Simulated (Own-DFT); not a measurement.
# A change of arrangement and its cost: Ga48P48, 96 atoms

All numbers below are calculated, not measured. The program, named Own-DFT, is a retired in-house plane-wave density functional code that no person has reviewed. Each row is one single-point run on a periodic cell that was not relaxed, without spin or spin-orbit coupling.

Settings of every run: PBE; PseudoDojo norm-conserving scalar-relativistic files; cutoff 42 hartree; 2 x 3 x 3 k mesh centred on Gamma; Fermi-Dirac smearing of 0.1 eV.

Known limits, some of them of some rows only: not probed for a lower state with spin; forces on such cells failed a check on a denser k mesh; forces on such cells passed a denser k mesh, each cell not checked; stress not checked against mesh or cutoff.

All cells hold the same atoms in the same cell, with vectors in Å (16.352, 0.000, 0.000); (0.000, 10.901, 0.000); (0.000, 0.000, 10.901). Every atom was moved at random from its ideal site; u is the rms move along one axis. The defect's site can differ from row to row. E is the free energy of the cell above the lowest run. The arrangements:

- A: zincblende GaP
- B: zincblende GaP, with one Ga on a P site and one P on a Ga site, 2.4 Å apart

| arrangement | u (Å) | E (eV) | P (GPa) |
|---|---|---|---|
| A | 0.0202 | 0.000 | 2.70 |
| A | 0.0204 | 0.035 | 2.71 |
| A | 0.0208 | 0.019 | 2.71 |
| A | 0.0485 | 3.471 | 3.24 |
| A | 0.0494 | 3.241 | 3.18 |
| A | 0.0499 | 3.124 | 3.19 |
| B | 0.0289 | 4.021 | 2.95 |
| B | 0.0306 | 3.986 | 2.92 |
| B | 0.0318 | 4.235 | 3.01 |
| B | 0.0475 | 6.166 | 3.23 |
| B | 0.0491 | 6.770 | 3.42 |
| B | 0.0497 | 6.642 | 3.35 |

Question: once the cost of the random moves is taken out, how do the arrangements rank?

## Worked answer

Fit E = a + b u², with one b for all and one a for each arrangement, and with residuals divided by u², since the noise grows with the moves. Then b = 1638 eV/Å², the scatter at u = 0.04 Å is 0.15 eV, and against A:

- B: 3.25 ± 0.06 eV (higher)

These are energies of unrelaxed cells. Relaxing the atoms lowers the strained arrangements most, so the gaps would shrink and small ones could change sign.
